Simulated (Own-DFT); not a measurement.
# Response to strain: fcc Cu, 16 atoms (Cu16)

All numbers below are calculated, not measured. The program, named Own-DFT, is a retired in-house plane-wave density functional code that no person has reviewed. Each row is one single-point run on a periodic cell that was not relaxed, without spin or spin-orbit coupling.

Settings of every run: PBE; PseudoDojo norm-conserving scalar-relativistic files; cutoff 50 hartree; 7 x 7 x 5 k mesh centred on Gamma; cold (Marzari-Vanderbilt) smearing of 0.2 eV.

Known limits: forces on such cells failed a check on a denser k mesh; stress not checked against mesh or cutoff.

Unstrained cell vectors in Å: (3.615, 3.615, 0.000); (-3.615, 3.615, 0.000); (0.000, 0.000, 7.230). The unstrained cell has measured lattice constants (interpolated for alloys), not those of this functional. That, the random moves and any unrelaxed bonds set the pressure at no strain. Each run strains this cell uniformly, with the atoms carried along. Every atom was also moved at random, by a Gaussian of width 0.05 Å on each axis. Strain is the symmetric tensor, in per cent. Stress is positive in tension, and the pressure is minus a third of its trace.

| run | e_xx (%) | e_yy (%) | e_zz (%) | e_yz (%) | e_xz (%) | e_xy (%) | s_xx (GPa) | s_yy (GPa) | s_zz (GPa) | s_yz (GPa) | s_xz (GPa) | s_xy (GPa) | P (GPa) | E (meV/atom) |
|---|---|---|---|---|---|---|---|---|---|---|---|---|---|---|
| 1 | 0.39 | 0.30 | 1.11 | -1.80 | -0.08 | 0.20 | -0.41 | -1.33 | -0.13 | -3.00 | -0.27 | 0.59 | 0.62 | 8.1 |
| 2 | 1.21 | -0.78 | 0.56 | 0.68 | -0.47 | 0.97 | -0.95 | -2.51 | -0.98 | 1.12 | -0.74 | 1.03 | 1.48 | 1.1 |
| 3 | -1.37 | 0.79 | -0.35 | 1.87 | -1.88 | 0.81 | -5.42 | -3.55 | -4.91 | 3.16 | -3.51 | 1.02 | 4.63 | 8.7 |
| 4 | -1.48 | 1.30 | 0.03 | -1.29 | 1.37 | -1.54 | -5.25 | -3.24 | -3.92 | -2.23 | 2.77 | -3.07 | 4.13 | 22.1 |
| 5 | -1.16 | -0.07 | -1.73 | -1.81 | -0.86 | -0.31 | -8.92 | -7.98 | -8.56 | -3.63 | -1.74 | -0.34 | 8.49 | 23.8 |
| 6 | 1.46 | -0.31 | -1.14 | 1.79 | -1.58 | -0.25 | -2.16 | -3.94 | -3.88 | 3.39 | -2.94 | -0.12 | 3.33 | 10.0 |
| 7 | 0.29 | -0.43 | -1.87 | 0.97 | -0.44 | -1.23 | -6.50 | -7.91 | -7.41 | 2.19 | -1.11 | -2.24 | 7.27 | 29.0 |
| 8 | -1.51 | -0.47 | 1.50 | 0.67 | -1.63 | -0.81 | -4.45 | -3.70 | -2.50 | 0.96 | -2.79 | -1.58 | 3.55 | 0.0 |
| 9 | 0.75 | 1.57 | -1.60 | 0.29 | 1.02 | 1.34 | -2.23 | -1.55 | -2.34 | 0.29 | 1.91 | 1.94 | 2.04 | 2.7 |
| 10 | 1.85 | 0.05 | 0.80 | -1.87 | -0.95 | 0.58 | 1.72 | -0.28 | 0.43 | -3.58 | -1.42 | 0.94 | -0.62 | 7.9 |
| 11 | 0.76 | -0.11 | 0.64 | -0.71 | -1.80 | -1.51 | -1.39 | -1.77 | -1.25 | -1.06 | -2.83 | -2.19 | 1.47 | 8.8 |
| 12 | -0.22 | -1.40 | -1.35 | -1.65 | -0.66 | -0.12 | -7.44 | -9.17 | -8.19 | -3.85 | -1.21 | -0.52 | 8.27 | 21.0 |
| 13 | -1.63 | 0.25 | 1.91 | -1.74 | 0.68 | 1.75 | -3.78 | -2.65 | -1.61 | -2.33 | 1.08 | 2.74 | 2.68 | 12.4 |
| 14 | 0.61 | 1.02 | 0.85 | 1.72 | -1.03 | 1.61 | 0.61 | 0.52 | 0.91 | 2.43 | -1.59 | 2.40 | -0.68 | 0.2 |
| 15 | -1.92 | 1.73 | -0.46 | 0.50 | 0.89 | 0.39 | -5.85 | -2.73 | -4.47 | 1.28 | 2.04 | 0.73 | 4.35 | 12.2 |
| 16 | -1.27 | -1.54 | 1.46 | 0.14 | 1.98 | -1.51 | ? | ? | ? | ? | ? | ? | ? | ? |

E is the free energy for each atom above the lowest run shown.

## Worked fit

Each stress component was fitted by least squares to a constant and the strains of the runs shown, as fractions, with shears doubled. Shear strains stay in the fit of a normal stress only where such slopes are resolved. The slopes, in GPa:

```
stress,at no strain,per e_xx,per e_yy,per e_zz,scatter
s_xx,-3.4,210 ± 7,123 ± 10,155 ± 7,0.32
s_yy,-3.7,124 ± 11,216 ± 16,154 ± 11,0.50
s_zz,-3.2,144 ± 10,141 ± 13,197 ± 9,0.43
```

Each shear stress against twice its own strain: yz 93 ± 6, xz 90 ± 4, xy 81 ± 4 GPa. These are stiffnesses along x, y and z of the frame in which the cell vectors are given, which need not be the crystal's axes. The atoms are held to the strained lattice; where symmetry lets them move under strain, relaxing them would lower some slopes. The table should be nearly symmetric about its diagonal, and what it lacks of that shows the noise. A ninth of its sum, 163 ± 5 GPa, estimates the bulk modulus near the mean pressure of these runs, 3.4 GPa, so it lies above the value at zero pressure.

## Withheld run

Question: what normal stresses and pressure should run 16 give?

The fit gives s_xx = -5.7, s_yy = -6.3, s_zz = -4.4 and P = 5.5 GPa. The calculation gave -6.70, -6.16, -4.55 and P = 5.80 GPa.
